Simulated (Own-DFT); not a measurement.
# One host, several defects: D0_22 TiAl3

Calculated, not measured: single-point runs of Own-DFT, a retired in-house plane-wave DFT program that no person has reviewed, on unrelaxed cells, without spin or spin-orbit coupling.

Settings: PBE; PseudoDojo norm-conserving scalar-relativistic files; cutoff 42 hartree; 4 x 4 x 4 k mesh centred on Gamma; cold (Marzari-Vanderbilt) smearing of 0.2 eV.

Limits: forces on such cells failed a check on a denser k mesh; stress not checked against mesh or cutoff.

All runs share one cell, with vectors in Å (-2.365, -6.981, 4.326); (-7.667, 3.491, 1.442); (-2.950, -3.488, -7.241) and a volume of 625.4 Å³. Atoms were moved at random from their sites; u is the rms move along one axis. The defect's site can differ from row to row.

| cell | formula | u (Å) | P (GPa) |
|---|---|---|---|
| no defect | Al30Ti10 | 0.0219 | 1.99 |
| no defect | Al30Ti10 | 0.0526 | 2.75 |
| no defect | Al30Ti10 | 0.0528 | 2.70 |
| two Al vacancies | Al28Ti10 | 0.0294 | 1.16 |
| two Al vacancies | Al28Ti10 | 0.0309 | 1.35 |
| two Al vacancies | Al28Ti10 | 0.0515 | ? |
| two Al vacancies | Al28Ti10 | 0.0525 | 1.61 |
| one Ti vacancy | Al30Ti9 | 0.0294 | 1.82 |
| one Ti vacancy | Al30Ti9 | 0.0296 | 1.82 |
| one Ti vacancy | Al30Ti9 | 0.0493 | 2.21 |
| two Al on a Ti site each | Al32Ti8 | 0.0268 | 2.82 |
| two Al on a Ti site each | Al32Ti8 | 0.0306 | 2.92 |
| two Al on a Ti site each | Al32Ti8 | 0.0482 | 3.34 |
| two Ti on an Al site each | Al28Ti12 | 0.0316 | 3.40 |
| two Ti on an Al site each | Al28Ti12 | 0.0325 | 3.16 |
| two Ti on an Al site each | Al28Ti12 | 0.0517 | 3.93 |

## What the rows give

P = P0 + c u² + a shift for each defect gives P0 = 1.89 GPa, c = 294 ± 31 GPa/Å² and a scatter of 0.10 GPa. The shifts, and each times the cell's volume:

- two Ti on an Al site each: 1.14 ± 0.08 GPa, 4.5 eV (2.2 eV for each of its 2 sites)
- two Al on a Ti site each: 0.75 ± 0.09 GPa, 2.9 eV (1.5 eV for each of its 2 sites)
- one Ti vacancy: -0.35 ± 0.09 GPa, -1.4 eV
- two Al vacancies: -0.96 ± 0.08 GPa, -3.8 eV (-1.9 eV for each of its 2 sites)

Against the defect-free cell, a freed cell would be larger where the shift is positive and smaller where it is negative (160.2 GPa Å³ is 1 eV). The atoms around the defects weren't relaxed, which would change these numbers.

## Prediction

Question: what pressure belongs in the blank (two Al vacancies, u = 0.0515 Å)?

The fit gives 1.70 ± 0.12 GPa. The run itself gave 1.42 GPa.
